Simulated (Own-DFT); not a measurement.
Si47N64 (beta silicon nitride with one vacancy, atoms displaced) (calculated)

Computed with Own-DFT development build. A calculation, not a measurement: plane-wave PBE density functional theory by an unreviewed code, no spin, of a simulated periodic cell, stress positive in tension, free energy of the whole cell less one offset for each atom, some atoms lie very close together, defect cell not probed for a lower state with spin; forces on such cells moved up to 12 meV/angstrom on a denser k mesh; offsets are fitted by least squares, one for each functional and potential file, so energies compare only between cells with the same atoms and settings and are not formation energies; the far tail of each file's local potential was reset to the Coulomb form; each entry is a single point on an unrelaxed cell, so the pressure reflects the starting lattice, mostly measured values (interpolated for alloys), from which strain is counted, and rises with the displacements; printed positions are rounded, which can move forces by about a meV/angstrom; the program, named Own-DFT, is a retired in-house code; no spin-orbit coupling; before rounding, a Quantum ESPRESSO 7.3.1 run of the same cell and cutoff gave forces within 1 meV/angstrom rms on each cell, which checks the program and not the settings.

```cif
# cell vector a (Å): 15.2120 0.0000 0.0000
# cell vector b (Å): -7.6060 13.1740 0.0000
# cell vector c (Å): 0.0000 0.0000 5.8180
data_Si47N64
_symmetry_space_group_name_H-M 'P 1'
_symmetry_Int_Tables_number 1
_cell_length_a 15.2120
_cell_length_b 15.2120
_cell_length_c 5.8180
_cell_angle_alpha 90.000
_cell_angle_beta 90.000
_cell_angle_gamma 120.000
_cell_volume 1165.94
loop_
_atom_site_label
_atom_site_type_symbol
_atom_site_fract_x
_atom_site_fract_y
_atom_site_fract_z
_atom_site_occupancy
Si1 Si 0.09202 0.40449 0.12370 1
Si2 Si 0.10263 0.19175 0.12004 1
Si3 Si 0.29950 0.42557 0.11026 1
Si4 Si 0.40717 0.11994 0.39220 1
Si5 Si 0.38726 0.28998 0.38128 1
Si6 Si 0.21250 0.09720 0.37461 1
N1 N 0.16435 0.01380 0.14367 1
N2 N 0.48702 0.15659 0.12482 1
N3 N 0.36115 0.33675 0.12135 1
N4 N 0.33320 0.49025 0.38998 1
N5 N 0.01649 0.35171 0.36047 1
N6 N 0.14886 0.15781 0.38852 1
N7 N 0.17132 0.33188 0.11150 1
N8 N 0.33981 0.17404 0.36078 1
Si7 Si 0.08342 0.38770 0.63054 1
Si8 Si 0.10468 0.19714 0.63092 1
Si9 Si 0.29782 0.41780 0.61659 1
Si10 Si 0.42340 0.11602 0.85865 1
Si11 Si 0.37520 0.30058 0.86996 1
Si12 Si 0.19983 0.07935 0.87284 1
N9 N 0.16473 0.00357 0.62644 1
N10 N 0.47723 0.14765 0.61975 1
N11 N 0.34871 0.33398 0.61719 1
N12 N 0.32731 0.47418 0.86550 1
N13 N 0.00826 0.35252 0.87731 1
N14 N 0.14872 0.16594 0.87712 1
N15 N 0.16292 0.33565 0.64587 1
N16 N 0.33777 0.17503 0.89227 1
Si13 Si 0.08467 0.88079 0.14094 1
Si14 Si 0.10447 0.69977 0.11146 1
Si15 Si 0.29272 0.90478 0.13439 1
Si16 Si 0.41403 0.61863 0.37277 1
Si17 Si 0.38589 0.80187 0.41769 1
Si18 Si 0.20678 0.59525 0.37329 1
N17 N 0.17341 0.51468 0.11598 1
N18 N 0.48453 0.64212 0.09651 1
N19 N 0.33773 0.81754 0.10990 1
N20 N 0.32673 0.99347 0.36396 1
N21 N 0.01162 0.83954 0.37051 1
N22 N 0.15100 0.66684 0.39177 1
N23 N 0.17722 0.83929 0.12166 1
N24 N 0.32547 0.66307 0.35923 1
Si19 Si 0.08924 0.88521 0.62289 1
Si20 Si 0.11913 0.69897 0.62649 1
Si21 Si 0.30153 0.91506 0.62592 1
Si22 Si 0.41730 0.62121 0.87891 1
Si23 Si 0.38160 0.80351 0.87075 1
Si24 Si 0.19964 0.58807 0.87611 1
N25 N 0.16481 0.51828 0.60710 1
N26 N 0.48651 0.65109 0.61727 1
N27 N 0.35870 0.84730 0.60987 1
N28 N 0.32971 0.98301 0.86674 1
N29 N 0.00826 0.84391 0.88104 1
N30 N 0.15110 0.66136 0.87204 1
N31 N 0.16775 0.83309 0.60866 1
N32 N 0.33494 0.66272 0.87570 1
Si25 Si 0.58582 0.37742 0.12948 1
Si26 Si 0.61588 0.20210 0.14096 1
Si27 Si 0.79305 0.41445 0.12834 1
Si28 Si 0.90630 0.11340 0.38773 1
Si29 Si 0.87548 0.29333 0.38252 1
Si30 Si 0.68829 0.07937 0.36693 1
N33 N 0.66813 0.01848 0.11435 1
N34 N 0.98654 0.15568 0.10715 1
N35 N 0.86147 0.33867 0.13015 1
N36 N 0.83328 0.48520 0.36781 1
N37 N 0.50032 0.34633 0.37075 1
N38 N 0.64875 0.16365 0.36810 1
N39 N 0.66687 0.32942 0.11571 1
N40 N 0.83265 0.16829 0.37503 1
Si31 Si 0.57738 0.36704 0.63072 1
Si32 Si 0.61717 0.20280 0.63871 1
Si33 Si 0.79767 0.41054 0.64720 1
Si34 Si 0.91232 0.11702 0.89012 1
Si35 Si 0.88923 0.29939 0.85944 1
Si36 Si 0.70588 0.09369 0.87864 1
N41 N 0.67681 0.01870 0.61698 1
N42 N 0.97581 0.14865 0.61363 1
N43 N 0.85238 0.32254 0.59622 1
N44 N 0.83311 0.49721 0.88011 1
N45 N 0.51295 0.34157 0.86033 1
N46 N 0.64515 0.16704 0.88955 1
N47 N 0.66493 0.33110 0.62573 1
N48 N 0.82655 0.16003 0.85404 1
Si37 Si 0.58027 0.88676 0.13439 1
Si38 Si 0.61296 0.70265 0.13035 1
Si39 Si 0.79032 0.91243 0.13140 1
Si40 Si 0.90178 0.61360 0.36007 1
Si41 Si 0.88652 0.80074 0.36889 1
Si42 Si 0.70513 0.58819 0.38843 1
N49 N 0.66782 0.51300 0.13943 1
N50 N 0.97933 0.64728 0.12611 1
N51 N 0.85255 0.83641 0.14103 1
N52 N 0.83033 0.98055 0.37656 1
N53 N 0.51403 0.84539 0.38510 1
N54 N 0.65523 0.66936 0.36518 1
N55 N 0.67537 0.83687 0.11265 1
N56 N 0.83896 0.67258 0.37171 1
Si43 Si 0.61028 0.70203 0.61925 1
Si44 Si 0.79792 0.91322 0.61275 1
Si45 Si 0.91857 0.61493 0.91296 1
Si46 Si 0.89081 0.80026 0.88953 1
Si47 Si 0.70087 0.58344 0.85268 1
N57 N 0.68027 0.51964 0.63281 1
N58 N 0.98150 0.65235 0.62353 1
N59 N 0.84844 0.83514 0.60400 1
N60 N 0.82663 0.98298 0.86669 1
N61 N 0.52212 0.84703 0.87822 1
N62 N 0.65011 0.65445 0.86394 1
N63 N 0.66534 0.84009 0.62834 1
N64 N 0.82731 0.66214 0.84551 1
_calc_functional 'PBE'
_calc_potential_files 'PseudoDojo norm-conserving, scalar-relativistic, standard set'
_calc_wave_cutoff 42  # hartree
_calc_occupations 'Fermi-Dirac'
_calc_smearing_width 0.1  # eV
_calc_k_mesh '2 x 2 x 4 centred on Gamma'
_calc_stress_yy ?
```

To be estimated
1. What stress yy does the calculation give for Si47N64 (beta silicon nitride with one vacancy, atoms displaced)?

Calculated values
1. -9.9 GPa

Further results for Si47N64 (beta silicon nitride with one vacancy, atoms displaced):

```
free energy of cell above offsets : 24.480 eV
pressure                          : 12.66 GPa
stress xx                         : -14.74 GPa
stress zz                         : -13.33 GPa
stress yz                         : -2.13 GPa
stress xz                         : 0.94 GPa
stress xy                         : -3.29 GPa
```

Force:
```tsv
element	x (eV/Å)	y (eV/Å)	z (eV/Å)
Si	-0.622	-12.12	0.582
Si	6.569	4.409	1.636
Si	1.902	-5.907	5.611
Si	2.741	-1.79	-5.784
Si	-10.8	4.14	-1.326
Si	-0.01	-4.215	0.403
N	-0.257	0.074	-1.873
N	-0.141	-0.901	0.839
N	-3.879	2.5	2.816
N	0.231	0.557	-4.422
N	-0.617	0.285	2.062
N	-4.116	2.023	-0.74
N	-2.463	0.283	0.954
N	-2.147	-5.713	0.876
Si	0.745	-0.353	-2.509
Si	2.03	1.866	-0.58
Si	-0.018	-4.65	0.315
Si	-5.999	-1.277	7.682
Si	3.213	-1.091	-0.176
Si	0.931	2.115	1.474
N	-0.043	6.994	-0.113
N	5.81	2.926	-1.822
N	-1.426	0.763	-0.981
N	0.72	7.072	-1.496
N	5.242	3.286	-0.352
N	0.489	-1.988	-0.846
N	0.237	-1.293	-1.106
N	-0.105	-4.447	-1.809
Si	1.408	1.87	-2.458
Si	5.006	2.745	2.538
Si	5.368	5.496	-1.487
Si	-1.011	0.721	-0.627
Si	7.397	-5.43	-12.56
Si	-2.199	-3.418	-0.339
N	0.371	8.38	0.613
N	1.62	0.85	6.938
N	-2.57	3.072	4.689
N	1.701	-2.963	1.267
N	1.237	1.09	2.068
N	-0.057	-0.656	-5.645
N	-8.829	-7.039	-0.481
N	5.011	4.521	1.308
Si	-0.739	-5.642	0.246
Si	-5.612	1.939	0.459
Si	-4.494	1.451	-1.901
Si	-2.178	-2.416	-5.895
Si	6.387	-1.82	-0.413
Si	4.917	-1.245	-2.173
N	-0.423	-0.5	2.843
N	-2.235	-1.417	0.324
N	-3.86	1.908	8.164
N	1.443	1.399	2.017
N	6.766	3.245	-0.04
N	-3.478	1.725	1.879
N	1.351	-1.093	1.101
N	-3.056	1.792	-0.946
Si	-2.282	1.581	-1.084
Si	-2.546	0.203	-2.129
Si	2.198	-0.75	-0.683
Si	-2.056	-0.846	-3.785
Si	9.144	-3.19	-14.02
Si	3.724	0.379	1.402
N	-0.793	-1.219	0.991
N	-3.546	-1.788	4.415
N	-3.984	1.226	-3.051
N	0.224	-1.188	2.43
N	12.95	5.363	0.946
N	-0.955	0.711	3.897
N	-0.311	0.874	0.822
N	-0.959	-2.396	-0.999
Si	-0.465	4.384	-3.405
Si	-0.505	-1.184	-2.083
Si	-0.318	1.73	-2.953
Si	-3.085	-3.073	-4.867
Si	-3.841	-3.77	2.515
Si	-2.318	-4.022	-2.54
N	-1.173	0.853	1.591
N	2.541	1.011	3.898
N	-9.709	6.97	15.37
N	0.817	-7.399	0.179
N	-1.406	0.124	4.045
N	1.739	-1.006	-1.436
N	2.25	-0.291	-0.154
N	3.361	4.961	1.286
Si	2.262	-0.135	-0.267
Si	2.866	0.543	-3.032
Si	5.566	2.72	-2.13
Si	3.119	0.054	5.535
Si	0.256	-1.299	2.021
Si	0.168	0.162	-2.199
N	-0.235	-0.879	-1.306
N	5.015	2.883	7.313
N	-1.586	1.436	-4.097
N	0.37	3.642	-1.991
N	-0.775	-0.019	-1.216
N	-1.047	-0.473	1.756
N	-7.02	-5.361	0.601
N	-3.323	-0.779	-0.66
Si	3.617	2.298	0.911
Si	-1.425	-1.286	3.18
Si	-7.281	1.354	-14.98
Si	-6.807	-3.699	-2.2
Si	1.243	1.085	7.445
N	-0.887	-6.715	-5.602
N	1.888	-0.533	1.172
N	1.063	0.341	3.654
N	1.694	1.192	1.811
N	-3.478	-0.989	-0.172
N	-5.66	3.598	0.6
N	0.963	-2.519	-0.227
N	3.278	3.025	2.693
```
